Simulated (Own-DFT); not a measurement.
# One host, several defects: zincblende InP

No measurement is shown. These are fixed-geometry runs of a retired plane-wave code named Own-DFT, which no person has reviewed; spin and spin-orbit coupling are neglected.

Common settings: PBE; PseudoDojo norm-conserving scalar-relativistic files; cutoff 36 hartree; 3 x 3 x 3 k mesh centred on Gamma; Fermi-Dirac smearing of 0.1 eV.

Caveats (not all hold for every row): not probed for a lower state with spin; forces on such cells moved up to 12 meV/angstrom on a denser k mesh; stress not checked against mesh or cutoff.

All runs share one cell, with vectors in Å (11.737, 0.000, 0.000); (0.000, 11.737, 0.000); (0.000, 0.000, 11.737) and a volume of 1617.0 Å³. Atoms were moved at random from their sites; u is the rms move along one axis. The defect's site can differ from row to row.

| cell | formula | u (Å) | P (GPa) |
|---|---|---|---|
| no defect | In32P32 | 0.0203 | 3.19 |
| no defect | In32P32 | 0.0216 | 3.20 |
| no defect | In32P32 | 0.0504 | 3.55 |
| one In on a P site | In33P31 | 0.0293 | ? |
| one In on a P site | In33P31 | 0.0293 | 4.19 |
| one In on a P site | In33P31 | 0.0303 | 4.17 |
| one In on a P site | In33P31 | 0.0321 | 4.20 |
| one In on a P site and one P on an In site | In32P32 | 0.0308 | 3.66 |
| one In on a P site and one P on an In site | In32P32 | 0.0451 | 3.82 |
| one In on a P site and one P on an In site | In32P32 | 0.0515 | 3.89 |
| one P on an In site | In31P33 | 0.0303 | 3.10 |
| one P on an In site | In31P33 | 0.0320 | 3.09 |
| one P on an In site | In31P33 | 0.0495 | 3.40 |
| two P vacancies | In32P30 | 0.0292 | 2.95 |
| two P vacancies | In32P30 | 0.0302 | 2.91 |
| two P vacancies | In32P30 | 0.0303 | 2.93 |

## What the rows give

P = P0 + c u² + a shift for each defect gives P0 = 3.12 GPa, c = 170 ± 11 GPa/Å² and a scatter of 0.03 GPa. The shifts, and each times the cell's volume:

- one In on a P site: 0.91 ± 0.02 GPa, 9.2 eV
- one In on a P site and one P on an In site: 0.35 ± 0.02 GPa, 3.5 eV
- one P on an In site: -0.17 ± 0.02 GPa, -1.7 eV
- two P vacancies: -0.34 ± 0.02 GPa, -3.5 eV (-1.7 eV for each of its 2 sites)

Against the defect-free cell, a freed cell would be larger where the shift is positive and smaller where it is negative (160.2 GPa Å³ is 1 eV). The atoms around the defects weren't relaxed, which would change these numbers.

## Check

Asked: what pressure belongs in the blank (one In on a P site, u = 0.0293 Å)?

Estimate: 4.17 ± 0.03 GPa. DFT gave 4.18 GPa.
